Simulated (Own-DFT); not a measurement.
# Which defects push the lattice out? L1_0 TiAl

Everything here is calculated. The program is Own-DFT (plane waves, in-house, since retired, never reviewed by a person); positions were held fixed, and spin and spin-orbit coupling were off.

Common settings: PBEsol; PseudoDojo norm-conserving scalar-relativistic files, made for PBE; cutoff 42 hartree; 4 x 4 x 4 k mesh centred on Gamma; cold (Marzari-Vanderbilt) smearing of 0.2 eV.

Keep in mind: forces on such cells failed a check on a denser k mesh; stress not checked against mesh or cutoff.

All runs share one cell, with vectors in Å (5.622, 5.622, 0.000); (-5.622, 5.622, 0.000); (0.000, 0.000, 8.133) and a volume of 514.0 Å³. u is the rms random offset of the atoms per axis. The defect's site can differ from row to row.

```
            cell   formula   u (Å)  P (GPa)
       no defect  Al16Ti16  0.0202    -1.67
       no defect  Al16Ti16  0.0204    -1.66
       no defect  Al16Ti16  0.0521    -1.06
  one Ti vacancy  Al16Ti15  0.0279    -2.17
  one Ti vacancy  Al16Ti15  0.0315    -2.01
  one Ti vacancy  Al16Ti15  0.0342    -2.03
two Al vacancies  Al14Ti16  0.0290    -3.30
two Al vacancies  Al14Ti16  0.0330        ?
two Al vacancies  Al14Ti16  0.0459    -2.98
two Al vacancies  Al14Ti16  0.0503    -2.77
```

## Fit

P = P0 + c u² + a shift for each defect gives P0 = -1.79 GPa, c = 277 ± 21 GPa/Å² and a scatter of 0.05 GPa. The shifts, and each times the cell's volume:

- one Ti vacancy: -0.55 ± 0.04 GPa, -1.8 eV
- two Al vacancies: -1.73 ± 0.04 GPa, -5.6 eV (-2.8 eV for each of its 2 sites)

Against the defect-free cell, a freed cell would be larger where the shift is positive and smaller where it is negative (160.2 GPa Å³ is 1 eV). The atoms around the defects weren't relaxed, which would change these numbers.

## Prediction

Question: what pressure belongs in the blank (two Al vacancies, u = 0.0330 Å)?

From the fit: -3.22 ± 0.06 GPa. The run itself gave -3.29 GPa.
